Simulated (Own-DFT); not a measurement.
# Computed records: SiC (4H silicon carbide, atoms displaced)

Computed with Own-DFT development build. A calculation, not a measurement: plane-wave PBE density functional theory by an unreviewed code, no spin, of a simulated periodic cell, stress positive in tension, free energy of the whole cell less one offset for each atom, some atoms lie very close together; forces on such cells passed a denser k mesh, this cell's mesh not checked; offsets are fitted by least squares, one for each functional and potential file, so energies compare only between cells with the same atoms and settings and are not formation energies; the far tail of each file's local potential was reset to the Coulomb form; each entry is a single point on an unrelaxed cell, so the pressure reflects the starting lattice, mostly measured values (interpolated for alloys), from which strain is counted, and rises with the displacements; printed positions are rounded, which can move forces by about a meV/angstrom; the program, named Own-DFT, is a retired in-house code; no spin-orbit coupling; before rounding, a Quantum ESPRESSO 7.3.1 run of the same cell and cutoff gave forces within 1 meV/angstrom rms on each cell, which checks the program and not the settings.

```cif
# cell vector a (Å): 6.1654 0.0000 0.0000
# cell vector b (Å): -3.0827 5.3394 0.0000
# cell vector c (Å): 0.0000 0.0000 10.0681
data_SiC
_symmetry_space_group_name_H-M 'P 1'
_symmetry_Int_Tables_number 1
_cell_length_a 6.1654
_cell_length_b 6.1654
_cell_length_c 10.0681
_cell_angle_alpha 90.000
_cell_angle_beta 90.000
_cell_angle_gamma 120.000
_cell_volume 331.44
loop_
_atom_site_label
_atom_site_type_symbol
_atom_site_fract_x
_atom_site_fract_y
_atom_site_fract_z
_atom_site_occupancy
Si1 Si 0.02864 0.00457 0.41913 1
Si2 Si 0.15757 0.32712 0.16518 1
C1 C 0.98219 0.01702 0.09629 1
C2 C 0.18732 0.33448 0.33530 1
Si3 Si 0.98978 0.49266 0.39983 1
Si4 Si 0.20339 0.84948 0.15320 1
C3 C 0.99096 0.50386 0.10394 1
C4 C 0.20932 0.83448 0.34201 1
Si5 Si 0.46846 0.97316 0.40694 1
Si6 Si 0.64078 0.28822 0.13308 1
C5 C 0.52865 0.01311 0.09545 1
C6 C 0.65423 0.32455 0.34300 1
Si7 Si 0.51001 0.47241 0.40251 1
Si8 Si 0.65724 0.79942 0.16229 1
C7 C 0.49121 0.49213 0.06833 1
C8 C 0.69748 0.84787 0.33246 1
Si9 Si 0.04155 0.04778 0.90477 1
Si10 Si 0.85410 0.68933 0.65698 1
C9 C 0.01787 0.02000 0.59652 1
C10 C 0.81765 0.66472 0.85710 1
Si11 Si 0.99279 0.48011 0.89029 1
Si12 Si 0.86961 0.14960 0.65833 1
C11 C 0.99396 0.51687 0.59186 1
C12 C 0.85324 0.19500 0.84535 1
Si13 Si 0.52264 0.01759 0.90641 1
Si14 Si 0.32970 0.63698 0.64917 1
C13 C 0.51697 0.01457 0.60197 1
C14 C 0.33376 0.63788 0.82389 1
Si15 Si 0.53082 0.53360 0.89287 1
Si16 Si 0.31505 0.19143 0.66360 1
C15 C 0.49131 0.50096 0.58205 1
C16 C 0.34303 0.15530 0.84158 1
_calc_functional 'PBE'
_calc_potential_files 'PseudoDojo norm-conserving, scalar-relativistic, standard set'
_calc_wave_cutoff 42  # hartree
_calc_occupations 'Fermi-Dirac'
_calc_smearing_width 0.1  # eV
_calc_k_mesh '5 x 5 x 3 centred on Gamma'
_calc_free_energy_of_cell_above_offsets '10.460'  # eV
_calc_pressure 14.91  # GPa
_calc_stress_xx -15.93  # GPa
_calc_stress_yy -16.67  # GPa
_calc_stress_zz -12.12  # GPa
_calc_stress_yz -5.92  # GPa
_calc_stress_xz 1.39  # GPa
_calc_stress_xy -2.39  # GPa
```

Force:
```
element  x (eV/Å)  y (eV/Å)  z (eV/Å)
     Si    -1.251    -0.127    -5.399
     Si    -0.261     1.146     -4.44
      C     3.256    -1.697    -1.316
      C    -0.921    -0.417     4.721
     Si     1.143    -0.226     0.011
     Si    -4.032    -1.654    -0.134
      C     1.413      0.09    -1.893
      C     -10.8    -5.608     -3.61
     Si     11.99     7.101     5.544
     Si     -0.95     14.85      5.58
      C     0.439    -11.94    -4.238
      C     3.668    -2.662    -2.406
     Si    -3.694     4.258    -0.201
     Si     1.306     1.382    -3.155
      C    -0.252     -1.02     4.264
      C     -0.43    -1.583     5.028
     Si    -2.275    -3.525      3.53
     Si    -1.745     -2.49     1.261
      C     3.218    -4.322    -2.037
      C     9.066     5.524    -4.972
     Si     0.317     9.621     4.682
     Si    -11.51     4.767     1.128
      C     2.675    -1.899    -0.802
      C     1.021     -8.53    -3.035
     Si     0.098    -2.715    -1.439
     Si    -3.212     5.348    -1.513
      C     -0.24     -1.66    -0.986
      C    -1.909     2.031     3.071
     Si    -6.721    -5.692     2.475
     Si     7.638    -0.507    -0.493
      C     2.831    -0.179     0.793
      C     0.127     2.335     -0.02
```
